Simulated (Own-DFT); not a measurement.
# One host, several defects: wurtzite GaN

Calculated, not measured: single-point runs of Own-DFT, a retired in-house plane-wave DFT program that no person has reviewed, on unrelaxed cells, without spin or spin-orbit coupling.

Common settings: PBE; PseudoDojo norm-conserving scalar-relativistic files; cutoff 42 hartree; 4 x 4 x 3 k mesh centred on Gamma; Fermi-Dirac smearing of 0.1 eV.

Caveats (not all hold for every row): not probed for a lower state with spin; forces not confirmed at this smearing and k mesh; stress not checked against mesh or cutoff.

All runs share one cell, with vectors in Å (9.567, 0.000, 0.000); (-4.784, 8.285, 0.000); (0.000, 0.000, 10.370) and a volume of 822.0 Å³. Atoms were moved at random from their sites; u is the rms move along one axis. The defect's site can differ from row to row.

```
cell,formula,u (Å),P (GPa)
no defect,Ga36N36,0.0190,5.84
no defect,Ga36N36,0.0506,7.51
no defect,Ga36N36,0.0506,7.77
one N on a Ga site,Ga35N37,0.0290,5.35
one N on a Ga site,Ga35N37,0.0306,?
one N on a Ga site,Ga35N37,0.0487,6.63
one N on a Ga site,Ga35N37,0.0541,7.10
one Ga on an N site,Ga37N35,0.0270,11.97
one Ga on an N site,Ga37N35,0.0490,13.25
one Ga on an N site,Ga37N35,0.0499,13.01
```

## Worked fit

P = P0 + c u² + a shift for each defect gives P0 = 5.60 GPa, c = 786 ± 55 GPa/Å² and a scatter of 0.15 GPa. The shifts, and each times the cell's volume:

- one Ga on an N site: 5.67 ± 0.12 GPa, 29.1 eV
- one N on a Ga site: -0.85 ± 0.12 GPa, -4.3 eV

Against the defect-free cell, a freed cell would be larger where the shift is positive and smaller where it is negative (160.2 GPa Å³ is 1 eV). The atoms around the defects weren't relaxed, which would change these numbers.

## Prediction

Q: what pressure belongs in the blank (one N on a Ga site, u = 0.0306 Å)?

From the fit: 5.49 ± 0.18 GPa. The calculation gave 5.45 GPa.
